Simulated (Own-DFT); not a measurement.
# Which arrangement is lower? Ga48P48, 96 atoms

Calculated, not measured: single-point runs of Own-DFT, a retired in-house plane-wave DFT program that no person has reviewed, on unrelaxed cells, without spin or spin-orbit coupling.

Method: PBE; PseudoDojo norm-conserving scalar-relativistic files; cutoff 42 hartree; 2 x 3 x 3 k mesh centred on Gamma; Fermi-Dirac smearing of 0.1 eV.

Limits (not all hold for every row): not probed for a lower state with spin; forces on such cells failed a check on a denser k mesh; forces on such cells passed a denser k mesh, each cell not checked; stress not checked against mesh or cutoff.

All cells hold the same atoms in the same cell, with vectors in Å (16.352, 0.000, 0.000); (0.000, 10.901, 0.000); (0.000, 0.000, 10.901). Every atom was moved at random from its ideal site; u is the rms move along one axis. The defect's site can differ from row to row. Free energies are per cell, over the lowest run. The arrangements:

- A: zincblende GaP
- B: zincblende GaP, with one Ga on a P site and one P on a Ga site, 2.4 Å apart

```
arrangement,u (Å),E (eV),P (GPa)
A,0.0188,0.000,2.70
A,0.0202,0.137,2.72
A,0.0204,0.129,2.72
A,0.0492,3.738,3.31
A,0.0495,4.005,3.34
A,0.0514,4.066,3.29
B,0.0295,3.990,2.92
B,0.0307,3.989,2.92
B,0.0320,4.288,2.96
B,0.0467,6.080,3.27
B,0.0472,6.189,3.28
B,0.0499,7.063,3.42
```

Question: how far apart are the arrangements at u = 0?

## Solution

Fit E = a + b u², with one b for all and one a for each arrangement, and with residuals divided by u², since the noise grows with the moves. Then b = 1802 eV/Å², the scatter at u = 0.04 Å is 0.12 eV, and against A:

- B: 2.99 ± 0.05 eV (higher)

Unrelaxed energies often overstate such gaps, and a small one could reverse once the atoms move.
